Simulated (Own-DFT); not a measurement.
# One host, several defects: wurtzite GaN

Calculated, not measured: single-point runs of Own-DFT, a retired in-house plane-wave DFT program that no person has reviewed, on unrelaxed cells, without spin or spin-orbit coupling.

Method: PBE; PseudoDojo norm-conserving scalar-relativistic files; cutoff 42 hartree; 4 x 4 x 3 k mesh centred on Gamma; Fermi-Dirac smearing of 0.1 eV.

Known weak points (not all hold for every row): some atoms lie very close together; not probed for a lower state with spin; forces not confirmed at this smearing and k mesh; stress not checked against mesh or cutoff.

All runs share one cell, with vectors in Å (9.567, 0.000, 0.000); (-4.784, 8.285, 0.000); (0.000, 0.000, 10.370) and a volume of 822.0 Å³. Atoms were moved at random from their sites; u is the rms move along one axis. The defect's site can differ from row to row.

```
               cell  formula   u (Å)  P (GPa)
          no defect  Ga36N36  0.0202     5.89
          no defect  Ga36N36  0.0441     7.19
          no defect  Ga36N36  0.0488     7.39
one Ga on an N site  Ga37N35  0.0299    12.02
one Ga on an N site  Ga37N35  0.0302    12.14
one Ga on an N site  Ga37N35  0.0498    13.83
 one N on a Ga site  Ga35N37  0.0298     5.43
 one N on a Ga site  Ga35N37  0.0300     5.52
 one N on a Ga site  Ga35N37  0.0442        ?
 one N on a Ga site  Ga35N37  0.0488     6.84
```

## Analysis

P = P0 + c u² + a shift for each defect gives P0 = 5.36 GPa, c = 927 ± 66 GPa/Å² and a scatter of 0.15 GPa. The shifts, and each times the cell's volume:

- one Ga on an N site: 5.97 ± 0.12 GPa, 30.6 eV
- one N on a Ga site: -0.72 ± 0.12 GPa, -3.7 eV

A positive shift means that the defect pushes the cell outwards. Shift times volume (160.2 GPa Å³ is 1 eV) depends little on the cell's size, so, taken for each site, it can be compared between cells at like pressure. The atoms around the defects weren't relaxed, which would change these numbers.

## Test on the hidden row

Question: what pressure belongs in the blank (one N on a Ga site, u = 0.0442 Å)?

The fit gives 6.45 ± 0.18 GPa. The hidden result is 6.52 GPa.
